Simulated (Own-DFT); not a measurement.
# Response to strain: wurtzite GaN, 72 atoms (Ga36N36)

Calculated results; nothing here was measured. They come from Own-DFT, an in-house plane-wave density functional program, since retired, whose code no person has reviewed. Each row is one single-point run on a periodic cell that was not relaxed, without spin or spin-orbit coupling.

Settings of every run: PBE; PseudoDojo norm-conserving scalar-relativistic files (stringent for Ga); cutoff 96 hartree; 4 x 4 x 3 k mesh centred on Gamma; Gaussian smearing of 0.01 eV.

Known limits: forces not confirmed at this smearing and k mesh; stress not checked against mesh or cutoff.

Unstrained cell vectors in Å: (9.567, 0.000, 0.000); (-4.784, 8.285, 0.000); (0.000, 0.000, 10.370). The unstrained cell has measured lattice constants (interpolated for alloys), not those of this functional. That, the random moves and any unrelaxed bonds set the pressure at no strain. Each run strains this cell uniformly, with the atoms carried along. Every atom was also moved at random, by a Gaussian of width 0.05 Å on each axis. Strain is the symmetric tensor, in per cent. Stress is positive in tension, and the pressure is minus a third of its trace.

```
run,e_xx (%),e_yy (%),e_zz (%),s_xx (GPa),s_yy (GPa),s_zz (GPa),P (GPa),E (meV/atom)
1,-3.00,-3.00,0.00,-25.49,-26.52,-12.36,21.46,82.8
2,1.50,1.50,0.00,1.61,-0.75,-5.10,1.42,1.8
3,-0.50,-0.50,0.00,-10.18,-9.55,-6.96,8.90,17.5
4,0.25,0.25,0.00,-4.97,-4.47,-8.30,5.92,8.9
5,-1.00,-1.00,0.00,-13.94,-12.27,-7.16,11.12,21.6
6,-1.25,-1.25,0.00,-9.58,-17.50,-10.37,12.48,43.8
7,-0.25,-0.25,0.00,-7.41,-8.17,-6.85,7.48,0.0
8,1.75,1.75,0.00,1.31,0.93,-3.51,0.42,3.5
9,0.75,0.75,0.00,?,?,?,?,?
```

E is the free energy for each atom above the lowest run shown.

## Worked fit

The change of volume is close to e_xx + e_yy + e_zz. A straight line through the runs shown gives P = 7.33 - 218 x (fractional change of volume) GPa, with an error of 11 on the slope and a scatter of 0.85 GPa. The strain isn't the same on all axes and the cell isn't cubic, so the slope belongs to this path and is not the bulk modulus.

## Withheld run

Question: what pressure should run 9 give? Its volume changes by 1.51 %.

The line gives 4.1 GPa. The calculation gave 4.16 GPa.
